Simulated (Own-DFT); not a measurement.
# Which defects push the lattice out? 4H SiC

Everything here is calculated. The program is Own-DFT (plane waves, in-house, since retired, never reviewed by a person); positions were held fixed, and spin and spin-orbit coupling were off.

All runs used: PBE; PseudoDojo norm-conserving scalar-relativistic files; cutoff 42 hartree; 4 x 4 x 3 k mesh centred on Gamma; Fermi-Dirac smearing of 0.1 eV.

Caveats (not all hold for every row): not probed for a lower state with spin; forces on such cells failed a check on a denser k mesh; forces on such cells passed a denser k mesh, each cell not checked; stress not checked against mesh or cutoff.

All runs share one cell, with vectors in Å (9.248, 0.000, 0.000); (-4.624, 8.009, 0.000); (0.000, 0.000, 10.068) and a volume of 745.7 Å³. Atoms were moved at random from their sites; u is the rms move along one axis. The defect's site can differ from row to row.

| cell | formula | u (Å) | P (GPa) |
|---|---|---|---|
| no defect | C36Si36 | 0.0310 | 3.85 |
| no defect | C36Si36 | 0.0321 | 3.87 |
| no defect | C36Si36 | 0.0549 | 5.40 |
| two N on a C site each | C34N2Si36 | 0.0294 | 2.78 |
| two N on a C site each | C34N2Si36 | 0.0307 | ? |
| two N on a C site each | C34N2Si36 | 0.0498 | 3.79 |
| two N on a C site each | C34N2Si36 | 0.0518 | 4.45 |
| one Al on a Si site and one N on a C site | AlC35NSi35 | 0.0477 | 5.37 |
| one Al on a Si site and one N on a C site | AlC35NSi35 | 0.0527 | 5.57 |
| one Al on a Si site and one N on a C site | AlC35NSi35 | 0.0562 | 5.81 |
| one C vacancy | C35Si36 | 0.0305 | 3.49 |
| one C vacancy | C35Si36 | 0.0510 | 4.58 |
| one C vacancy | C35Si36 | 0.0519 | 4.80 |
| two Al on a Si site each | Al2C36Si34 | 0.0289 | 5.88 |
| two Al on a Si site each | Al2C36Si34 | 0.0489 | 7.22 |
| two Al on a Si site each | Al2C36Si34 | 0.0510 | 7.35 |

## Worked fit

P = P0 + c u² + a shift for each defect gives P0 = 3.10 GPa, c = 764 ± 49 GPa/Å² and a scatter of 0.15 GPa. The shifts, and each times the cell's volume:

- two Al on a Si site each: 2.23 ± 0.12 GPa, 10.4 eV (5.2 eV for each of its 2 sites)
- one Al on a Si site and one N on a C site: 0.39 ± 0.13 GPa, 1.8 eV
- one C vacancy: -0.39 ± 0.12 GPa, -1.8 eV
- two N on a C site each: -0.97 ± 0.12 GPa, -4.5 eV (-2.2 eV for each of its 2 sites)

A positive shift means that the defect pushes the cell outwards. Shift times volume (160.2 GPa Å³ is 1 eV) depends little on the cell's size, so, taken for each site, it can be compared between cells at like pressure. The atoms around the defects weren't relaxed, which would change these numbers.

## Test on the hidden row

Question: what pressure belongs in the blank (two N on a C site each, u = 0.0307 Å)?

From the fit: 2.86 ± 0.18 GPa. DFT gave 2.82 GPa.
